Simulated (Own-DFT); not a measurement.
## Calculated data, Si3N4 (beta silicon nitride, atoms displaced)

All values are calculated (Own-DFT development build). A calculation, not a measurement: plane-wave PBE density functional theory by an unreviewed code, no spin, of a simulated periodic cell, stress positive in tension, free energy of the whole cell less one offset for each atom, some atoms lie very close together; forces on such cells passed a denser k mesh, this cell's mesh not checked; offsets are fitted by least squares, one for each functional and potential file, so energies compare only between cells with the same atoms and settings and are not formation energies; the far tail of each file's local potential was reset to the Coulomb form; each entry is a single point on an unrelaxed cell, so the pressure reflects the starting lattice, mostly measured values (interpolated for alloys), from which strain is counted, and rises with the displacements; printed positions are rounded, which can move forces by about a meV/angstrom; the program, named Own-DFT, is a retired in-house code; no spin-orbit coupling; before rounding, a Quantum ESPRESSO 7.3.1 run of the same cell and cutoff gave forces within 1 meV/angstrom rms on each cell, which checks the program and not the settings.

Settings shared by all entries: functional PBE; potential files PseudoDojo norm-conserving, scalar-relativistic, standard set; wave cutoff 42 hartree; occupations Fermi-Dirac; smearing width 0.1 eV; k mesh 3 x 3 x 3 centred on Gamma.

(1) Si3N4 (beta silicon nitride, atoms displaced)

```
Si3N4
1.0
      7.6060     0.0000     0.0000
     -3.8030     6.5870     0.0000
      0.0000     0.0000     8.7270
Si N Si N Si N
6 8 6 8 6 8
Direct
  0.15681 0.77475 0.09345
  0.22879 0.37741 0.08282
  0.60186 0.83742 0.07155
  0.81391 0.18559 0.26099
  0.77716 0.59195 0.24299
  0.39985 0.18681 0.23224
  0.32779 0.98851 0.07425
  0.94539 0.27296 0.06733
  0.72446 0.66378 0.06064
  0.66692 0.96294 0.26619
  0.04894 0.72128 0.25934
  0.27891 0.35772 0.23826
  0.30635 0.66993 0.12917
  0.69546 0.34797 0.24752
  0.19534 0.80178 0.44477
  0.24495 0.42602 0.41786
  0.58803 0.82127 0.40229
  0.80705 0.22478 0.56615
  0.71825 0.56552 0.59480
  0.43434 0.19174 0.58309
  0.33380 0.02579 0.43600
  0.94543 0.26605 0.43325
  0.66773 0.64677 0.45634
  0.68240 0.95839 0.56902
  0.03377 0.70891 0.57111
  0.34593 0.35005 0.59602
  0.34446 0.65966 0.41164
  0.65333 0.32437 0.61306
  0.15442 0.76349 0.73009
  0.22116 0.38611 0.78627
  0.55776 0.80421 0.76787
  0.81209 0.23158 0.90139
  0.77684 0.62352 0.90180
  0.39322 0.15083 0.93997
  0.31721 0.06022 0.75769
  0.91248 0.27568 0.73296
  0.68772 0.67091 0.74650
  0.64871 0.98370 0.93041
  0.00255 0.68965 0.92006
  0.29231 0.31530 0.96460
  0.33085 0.66891 0.75405
  0.69842 0.33329 0.90346
```

The calculation gives: free energy of cell above offsets 32.340 eV; pressure 32.29 GPa; stress xx -25.59 GPa; stress yy -32.94 GPa; stress zz -38.33 GPa; stress yz 2.97 GPa; stress xz 5.04 GPa; stress xy -2.43 GPa.

Force:
```
element  x (eV/Å)  y (eV/Å)  z (eV/Å)
     Si    -0.536     -10.1    -2.294
     Si    -25.19      12.9     10.86
     Si     -1.52    -5.085     5.543
     Si     1.683     12.68    -3.435
     Si     1.056     2.664     1.624
     Si     2.074    -0.323     2.975
      N     1.363     11.23     3.559
      N     3.532     0.113     3.472
      N    -7.491     3.409     10.04
      N    -0.402    -4.859    -8.545
      N    -4.305    -0.664     3.502
      N     9.068     -5.55     13.85
      N     4.977    -1.665    -4.562
      N    -2.809    -5.208     0.289
     Si     1.977    -9.295     -8.54
     Si    -0.607    -5.889     3.204
     Si     1.947    -5.006        10
     Si    -4.117    -4.343     6.635
     Si     4.515    -0.909     2.823
     Si    -8.634    -7.534     1.656
      N     1.339     10.66    -3.546
      N     7.795     4.621    -9.358
      N     -1.97     3.067    -12.86
      N    -2.961     0.279     2.603
      N    -5.128    -3.968     3.667
      N    -6.009         2     -0.38
      N    -5.417     5.215     1.589
      N     9.084     4.947    -1.365
     Si     1.307     2.374     7.392
     Si    -0.845     0.095    -5.247
     Si      7.11     7.812    -3.128
     Si     10.55    -5.116     2.723
     Si     0.559    -7.326    -4.029
     Si     3.284     4.296    -6.816
      N     0.489    -4.334    -0.637
      N      8.57     3.215      2.78
      N    -1.659      1.45     2.811
      N     0.157    -2.925    -4.833
      N     9.083     4.445    -1.846
      N      15.3      -7.9    -24.48
      N    -7.531    -6.745     0.421
      N    -19.68     7.277     1.894
```

(2) Si3N4 (beta silicon nitride, atoms displaced)

```
Si3N4
1.0
      7.6060     0.0000     0.0000
     -3.8030     6.5870     0.0000
      0.0000     0.0000     8.7270
Si N Si N Si N
6 8 6 8 6 8
Direct
  0.20364 0.79074 0.09278
  0.19279 0.37987 0.10638
  0.59761 0.81365 0.07315
  0.82691 0.25121 0.26978
  0.76235 0.58823 0.24620
  0.43775 0.19139 0.24435
  0.36622 0.05845 0.07344
  0.93989 0.24441 0.06385
  0.67815 0.65963 0.09508
  0.68028 0.98538 0.24259
  0.00746 0.70305 0.26177
  0.29294 0.31980 0.23313
  0.31412 0.65429 0.07193
  0.66243 0.32617 0.24742
  0.17248 0.79232 0.41468
  0.21224 0.42727 0.37851
  0.58697 0.84526 0.43053
  0.84823 0.24905 0.59224
  0.76925 0.58448 0.59100
  0.36332 0.16030 0.56880
  0.29111 0.00966 0.41969
  0.96674 0.29440 0.43124
  0.69957 0.66331 0.43763
  0.63784 0.94526 0.56708
  0.03758 0.69589 0.57677
  0.28648 0.29947 0.54488
  0.32086 0.65795 0.39244
  0.65820 0.30257 0.55497
  0.16416 0.75933 0.77605
  0.23303 0.38432 0.78365
  0.61440 0.82959 0.70536
  0.83561 0.23771 0.92719
  0.73079 0.54732 0.90724
  0.38702 0.15954 0.95072
  0.31586 0.97913 0.71820
  0.95231 0.28148 0.74527
  0.68433 0.67527 0.72936
  0.62451 0.94357 0.90190
  0.02283 0.70580 0.93355
  0.28210 0.30399 0.92167
  0.35056 0.66607 0.75240
  0.67986 0.33710 0.90684
```

Results for Si3N4 (beta silicon nitride, atoms displaced): free energy of cell above offsets 32.850 eV; pressure 31.13 GPa; stress xx -20.65 GPa; stress yy -31.79 GPa; stress zz -40.95 GPa; stress yz 6.82 GPa; stress xz -14.25 GPa; stress xy 8.39 GPa.

Force:
```
element  x (eV/Å)  y (eV/Å)  z (eV/Å)
     Si    -4.698    -2.576    -0.193
     Si    -1.594     3.274    -8.302
     Si    -4.484     3.712    -0.466
     Si     2.023    -4.714    -2.045
     Si    -3.167     1.727      4.25
     Si    -9.487    -6.753     3.296
      N     4.957    -19.88     29.99
      N     8.175     3.397     15.29
      N     3.735    -3.886    -2.767
      N    -0.992    -1.762     1.837
      N     5.048     1.903    -2.902
      N     3.346    -1.608      4.33
      N     2.173    -1.333     1.133
      N     4.522     6.942    -0.689
     Si    -0.438     -15.2     0.774
     Si     5.253    -6.672     5.706
     Si     2.112    -13.25    -22.49
     Si    -7.159    -2.346    -4.492
     Si     2.161    -1.753    -3.512
     Si     10.54    -5.578     4.884
      N     3.155      13.7    -5.648
      N     0.885     0.589    -4.528
      N    -2.237     1.032    -5.208
      N     -0.49      18.2     9.174
      N    -1.798    -2.379     3.601
      N    -10.18     8.744     0.991
      N     -0.86     8.409     0.978
      N    -1.511     1.891     2.325
     Si     2.376    -3.943    -4.638
     Si    -5.483     6.676    -13.42
     Si    -6.726    -2.885     14.68
     Si     -9.37     -5.52    -14.81
     Si    -3.174     16.82     1.123
     Si    -2.856     16.92    -34.33
      N    -0.651     9.086       1.9
      N     5.806     1.806     8.477
      N     8.268    -6.607     4.808
      N     2.658     2.964     0.204
      N    -1.142    -0.633      0.86
      N     3.437    -2.719     8.544
      N    -2.325    -4.037     0.451
      N      0.19    -11.76      0.84
```

(3) Si3N4 (beta silicon nitride, atoms displaced)

```
Si3N4
1.0
      7.6060     0.0000     0.0000
     -3.8030     6.5870     0.0000
      0.0000     0.0000     8.7270
Si N Si N Si N
6 8 6 8 6 8
Direct
  0.15628 0.74384 0.04782
  0.23538 0.42661 0.05949
  0.60942 0.86117 0.08138
  0.84719 0.20200 0.24755
  0.80601 0.64158 0.24194
  0.42185 0.20925 0.25879
  0.33282 0.02312 0.09206
  0.97518 0.30563 0.10663
  0.68968 0.65520 0.07543
  0.68645 0.98758 0.27507
  0.04520 0.69892 0.25555
  0.27489 0.32075 0.24444
  0.31317 0.69312 0.05756
  0.69156 0.32421 0.23196
  0.17519 0.77594 0.42696
  0.18857 0.40231 0.43564
  0.61083 0.86376 0.42415
  0.85849 0.24427 0.59665
  0.78931 0.57820 0.59379
  0.40762 0.18661 0.55595
  0.31462 0.02632 0.39123
  0.97908 0.27507 0.36810
  0.69451 0.68708 0.43650
  0.60896 0.93941 0.60513
  0.04570 0.69010 0.58965
  0.31185 0.35566 0.59056
  0.29964 0.66826 0.43858
  0.70406 0.34280 0.59496
  0.19607 0.80039 0.76976
  0.24149 0.42339 0.78384
  0.58737 0.81966 0.76910
  0.81323 0.21462 0.91348
  0.77579 0.59491 0.94475
  0.41582 0.17658 0.92073
  0.31340 0.04064 0.75575
  0.98914 0.31199 0.75213
  0.68061 0.65456 0.76597
  0.68309 0.97249 0.93950
  0.02041 0.70050 0.95278
  0.27553 0.33395 0.94511
  0.32307 0.67181 0.73691
  0.65762 0.34178 0.90791
```

The calculation gives: free energy of cell above offsets 36.135 eV; pressure 32.02 GPa; stress xx -34.04 GPa; stress yy -24.4 GPa; stress zz -37.61 GPa; stress yz -2.99 GPa; stress xz -8.64 GPa; stress xy -6.8 GPa.

Force:
```
element  x (eV/Å)  y (eV/Å)  z (eV/Å)
     Si     18.31     17.59     36.66
     Si    -11.22     8.978     24.81
     Si    -2.952    -10.26      12.9
     Si    -14.36     2.514    -11.69
     Si     -1.41    -4.402     4.291
     Si     1.289    -0.432    -5.119
      N    -0.076      1.62     -3.19
      N     1.912     1.946    -11.85
      N    -6.992     5.365     8.359
      N    -2.406    -8.838    -7.253
      N    -0.937     0.796    -1.663
      N     0.995     2.761     0.626
      N     18.36    -5.056     0.936
      N    -3.456     1.702     1.679
     Si    -3.804      1.27    -3.547
     Si     10.28     6.445    -1.338
     Si    -1.169     -9.23      6.11
     Si    -3.273    -3.505    -4.101
     Si    -5.392     7.153     -0.44
     Si     0.128     0.308     2.799
      N      0.47     2.443     5.073
      N     4.999     3.636     20.95
      N     3.233    -0.713    -1.855
      N     2.158     6.507    -0.837
      N    -2.517     0.975     3.885
      N    -0.139    -1.773     0.639
      N     8.591    -2.427    -1.444
      N    -2.674     -5.59    -1.257
     Si     -1.48    -5.277    -3.361
     Si     1.754     0.389    -6.336
     Si     0.906    -2.581    -1.571
     Si     0.006     6.818     2.364
     Si      -0.3    -3.126    -10.24
     Si    -3.205    -1.706     3.425
      N     0.362     3.797    -1.323
      N    -0.868    -1.479      3.84
      N     2.313     0.318     0.472
      N     0.786         4    -12.08
      N    -28.06    -9.285     -33.4
      N     14.39    -11.04    -19.47
      N     1.135      0.44     3.692
      N     4.313    -1.054    -0.163
```

(4) Si3N4 (beta silicon nitride, atoms displaced)

```
Si3N4
1.0
      7.6060     0.0000     0.0000
     -3.8030     6.5870     0.0000
      0.0000     0.0000     8.7270
Si N Si N Si N
6 8 6 8 6 8
Direct
  0.16105 0.72853 0.07551
  0.22055 0.41530 0.08789
  0.59620 0.82213 0.11005
  0.77828 0.20000 0.24935
  0.76101 0.59033 0.23114
  0.43329 0.17925 0.26523
  0.38069 0.06429 0.08463
  0.96751 0.30393 0.08756
  0.66499 0.63595 0.09797
  0.65301 0.97565 0.25176
  0.02202 0.67878 0.24555
  0.31349 0.35886 0.25692
  0.32280 0.65907 0.08651
  0.65882 0.31662 0.24986
  0.17977 0.76385 0.41648
  0.19491 0.37951 0.42957
  0.59429 0.84958 0.40237
  0.81085 0.25169 0.58626
  0.74194 0.57609 0.55893
  0.41141 0.18482 0.57295
  0.34082 0.05572 0.39995
  0.95257 0.25739 0.41582
  0.67984 0.66358 0.43158
  0.67383 0.98385 0.60763
  0.99445 0.66065 0.61482
  0.31541 0.34116 0.57131
  0.33022 0.69121 0.40690
  0.70274 0.36033 0.57599
  0.17099 0.78532 0.75374
  0.20621 0.39224 0.75158
  0.56570 0.80969 0.76399
  0.88555 0.23683 0.92091
  0.74307 0.57393 0.95067
  0.40075 0.17116 0.91538
  0.33685 0.04649 0.75027
  0.91116 0.30032 0.75803
  0.65859 0.66627 0.74848
  0.65988 0.98943 0.89395
  0.03683 0.71794 0.91419
  0.31012 0.35142 0.93250
  0.32303 0.65181 0.73855
  0.67058 0.32707 0.93917
```

It finds free energy of cell above offsets 25.112 eV; pressure 25.27 GPa; stress xx -24.98 GPa; stress yy -25.22 GPa; stress zz -25.62 GPa; stress yz 5.26 GPa; stress xz -3.98 GPa; stress xy 6.16 GPa.

Force:
```
element  x (eV/Å)  y (eV/Å)  z (eV/Å)
     Si    -4.001     5.963     1.125
     Si      4.63    -3.403     3.572
     Si    -3.424    -1.978    -8.956
     Si     8.404     11.66    -0.339
     Si     5.438    -3.262      11.7
     Si     -9.54     2.659    -13.27
      N        -2    -5.273      1.95
      N     0.082    -0.252     4.914
      N    -6.236     5.143    -2.142
      N     0.536    -6.207    -2.389
      N    -1.221     0.591     0.324
      N    -0.098    -1.461     0.329
      N     4.843     2.907      0.16
      N     3.054     9.528     0.807
     Si    -9.012     2.562     1.009
     Si     4.144     3.561    -5.267
     Si     0.639    -5.476     12.36
     Si     11.95    -10.22    -0.416
     Si     1.525     6.412     11.37
     Si     1.676    -0.677      1.55
      N    -1.684    -9.593     12.11
      N    -4.322     -0.48     0.138
      N        -4     4.576    -11.36
      N    -1.408    -0.325    -4.893
      N     2.244     3.624      -4.7
      N    -2.031    -0.369     3.918
      N     7.645    -3.822     0.293
      N    -14.43    -2.871    -1.711
     Si     1.299    -2.113    -1.828
     Si     1.751     1.666    -0.021
     Si      0.61     2.993    -2.924
     Si    -8.655    -6.816     3.303
     Si     2.599    -0.445    -11.52
     Si     1.988     3.269     3.085
      N    -0.642    -0.702    -3.037
      N     7.819     5.484    -6.672
      N      7.28    -4.736     0.991
      N      2.15    -0.565     7.289
      N    -2.623    -1.446     3.066
      N    -1.121    -2.219     -3.72
      N    -5.484     0.534      0.71
      N    -0.384     1.582    -0.911
```

(5) Si3N4 (beta silicon nitride, atoms displaced)

```
Si3N4
1.0
      7.6060     0.0000     0.0000
     -3.8030     6.5870     0.0000
      0.0000     0.0000     8.7270
Si N Si N Si N
6 8 6 8 6 8
Direct
  0.17951 0.77721 0.09770
  0.20541 0.40073 0.12414
  0.57720 0.81829 0.08248
  0.81938 0.19514 0.25058
  0.77355 0.58807 0.24250
  0.38207 0.16648 0.25326
  0.34982 0.03542 0.11098
  0.97720 0.31287 0.07399
  0.69134 0.67046 0.07234
  0.65172 0.98298 0.25388
  0.03111 0.70581 0.24557
  0.32984 0.34325 0.24896
  0.37106 0.64425 0.07166
  0.66833 0.34894 0.24374
  0.17564 0.76687 0.42393
  0.26676 0.42415 0.38279
  0.56618 0.79171 0.37738
  0.84781 0.22423 0.59692
  0.74914 0.59789 0.58497
  0.38696 0.14299 0.58884
  0.35063 0.04741 0.41790
  0.98000 0.31085 0.41286
  0.69999 0.65736 0.38110
  0.68971 0.97765 0.59568
  0.06662 0.73088 0.59731
  0.33016 0.34510 0.60966
  0.30008 0.65622 0.43333
  0.62822 0.32625 0.59188
  0.21588 0.78655 0.77656
  0.26224 0.44472 0.77525
  0.57932 0.86955 0.73875
  0.78901 0.22298 0.91611
  0.78008 0.58801 0.91824
  0.40224 0.19092 0.89566
  0.32861 0.03115 0.73471
  0.96023 0.28714 0.75425
  0.68484 0.62950 0.73433
  0.65227 0.94322 0.91097
  0.03138 0.67840 0.91409
  0.31799 0.33677 0.93533
  0.30487 0.67736 0.72927
  0.64660 0.35575 0.93462
```

It finds free energy of cell above offsets 29.711 eV; pressure 27.32 GPa; stress xx -20.98 GPa; stress yy -34.31 GPa; stress zz -26.67 GPa; stress yz -2.18 GPa; stress xz 8.32 GPa; stress xy 2.97 GPa.

Force:
```
element  x (eV/Å)  y (eV/Å)  z (eV/Å)
     Si     0.846    -0.175     -3.37
     Si     4.089     1.124    -8.105
     Si     8.912      6.69    -0.713
     Si     0.037      15.1     0.975
     Si     1.608     0.119     -6.71
     Si     7.311     2.988     3.936
      N    -0.309    -5.138    -8.899
      N     -4.84    -4.189     1.244
      N     3.113      1.21     1.476
      N    -2.079    -11.26    -2.501
      N     1.065     0.169      2.95
      N    -0.433    -0.205    -3.998
      N    -12.64    -5.797     1.669
      N     2.027    -6.741       0.3
     Si    -7.009     3.816     0.192
     Si     -6.35    -0.391      15.3
     Si     1.184     0.607      5.16
     Si    -4.036     2.657    -6.329
     Si     7.177    -3.874    -9.746
     Si    -1.411     10.62    -8.039
      N    -1.175    -5.023    -1.593
      N     1.204    -1.691    -1.145
      N    -6.504     4.194     8.618
      N     0.766     0.298    -8.261
      N    -4.457    -1.702    -1.271
      N    -3.423     0.215    -2.364
      N     9.933    -0.756    -2.873
      N     6.923     1.121     -0.69
     Si    -21.33     6.161     1.546
     Si     0.804    -5.329    -2.649
     Si     0.655    -8.505     2.854
     Si     2.627     1.793     -0.64
     Si     -4.21     7.049    -2.815
     Si     1.919    -1.246      1.88
      N     1.037    -4.262     12.97
      N     2.451     2.491      6.08
      N    -6.171     5.488     12.84
      N    -1.033     5.144     3.114
      N     2.534     2.637     2.963
      N    -6.461     2.266     0.179
      N     20.69    -8.343     -3.11
      N     4.958    -9.336    -0.424
```

(6) Si3N4 (beta silicon nitride, atoms displaced)

```
Si3N4
1.0
      7.6060     0.0000     0.0000
     -3.8030     6.5870     0.0000
      0.0000     0.0000     8.7270
Si N Si N Si N
6 8 6 8 6 8
Direct
  0.16301 0.72687 0.08052
  0.23272 0.44583 0.07614
  0.61605 0.83984 0.07708
  0.83379 0.23129 0.24899
  0.75196 0.57987 0.23407
  0.44853 0.20619 0.28178
  0.30922 0.02927 0.09361
  0.97682 0.30334 0.06392
  0.70073 0.65531 0.07949
  0.70918 0.01400 0.28651
  0.07651 0.69504 0.26641
  0.27902 0.31925 0.22259
  0.33123 0.68371 0.09387
  0.67637 0.30288 0.24674
  0.17703 0.78288 0.40441
  0.21911 0.38019 0.38395
  0.61219 0.83102 0.38971
  0.85669 0.24289 0.57788
  0.71266 0.55175 0.55736
  0.36388 0.16586 0.58867
  0.35168 0.05245 0.42776
  0.95363 0.28702 0.43795
  0.66982 0.66461 0.39162
  0.64961 0.94348 0.57314
  0.04372 0.72414 0.56780
  0.27935 0.31532 0.55499
  0.32849 0.64706 0.40317
  0.63974 0.29939 0.60622
  0.17636 0.79443 0.73511
  0.23928 0.40753 0.75686
  0.61509 0.86145 0.75366
  0.82101 0.21123 0.91312
  0.76171 0.60958 0.87331
  0.40418 0.17999 0.89236
  0.32882 0.03208 0.76483
  0.97827 0.31101 0.74994
  0.66900 0.63111 0.75912
  0.67108 0.94169 0.91192
  0.01026 0.72933 0.91345
  0.28618 0.32810 0.91611
  0.31389 0.63001 0.72359
  0.67379 0.38166 0.91118
```

It finds free energy of cell above offsets 35.250 eV; pressure 30.15 GPa; stress xx -22.24 GPa; stress yy -26.62 GPa; stress zz -41.59 GPa; stress yz 3.59 GPa; stress xz -8.56 GPa; stress xy 4.35 GPa.

Force:
```
element  x (eV/Å)  y (eV/Å)  z (eV/Å)
     Si    -12.94     9.639    -1.227
     Si     5.127     -7.56    -1.735
     Si    -0.767    -4.322     5.607
     Si     6.361     8.485    -0.975
     Si     3.912    -0.285     2.609
     Si    -8.023    -6.209    -6.147
      N     2.517     0.183    -1.358
      N    -2.005    -0.353     3.855
      N     -4.12     3.623    -2.743
      N     0.342    -7.625    -7.605
      N    -11.01    -8.734    -16.15
      N     2.515    -0.522      0.78
      N     12.13     1.039    -1.342
      N    -2.414     9.666    -1.101
     Si     8.409     5.323     13.65
     Si    -2.844     4.305     4.703
     Si    -8.949    -3.407     8.603
     Si    -11.43    -6.269     16.73
     Si     1.689     1.427     3.563
     Si     5.222    -0.516     1.112
      N    -0.425    -4.277    -1.285
      N      9.36     5.706    -19.81
      N     8.635    -7.089      0.52
      N     1.655      3.44      1.33
      N    -3.488    -0.939     1.139
      N    -1.107     1.236     3.371
      N     0.536     2.754    -0.385
      N      0.49     2.852    -2.327
     Si     0.175    -7.706     1.746
     Si     -0.86     -4.15    -2.659
     Si    -1.577       -11    -12.31
     Si    -2.261     4.883    -2.149
     Si     21.49    -1.347     28.93
     Si     0.386     7.522     14.95
      N     0.034    -3.011    -9.205
      N    -1.248    -2.599     0.652
      N    -22.54      7.79    -31.35
      N     0.457     7.876     5.771
      N     4.651      0.54    -0.974
      N     1.224     -0.12     0.577
      N    -2.093     12.47      1.25
      N     2.796    -12.73     1.393
```
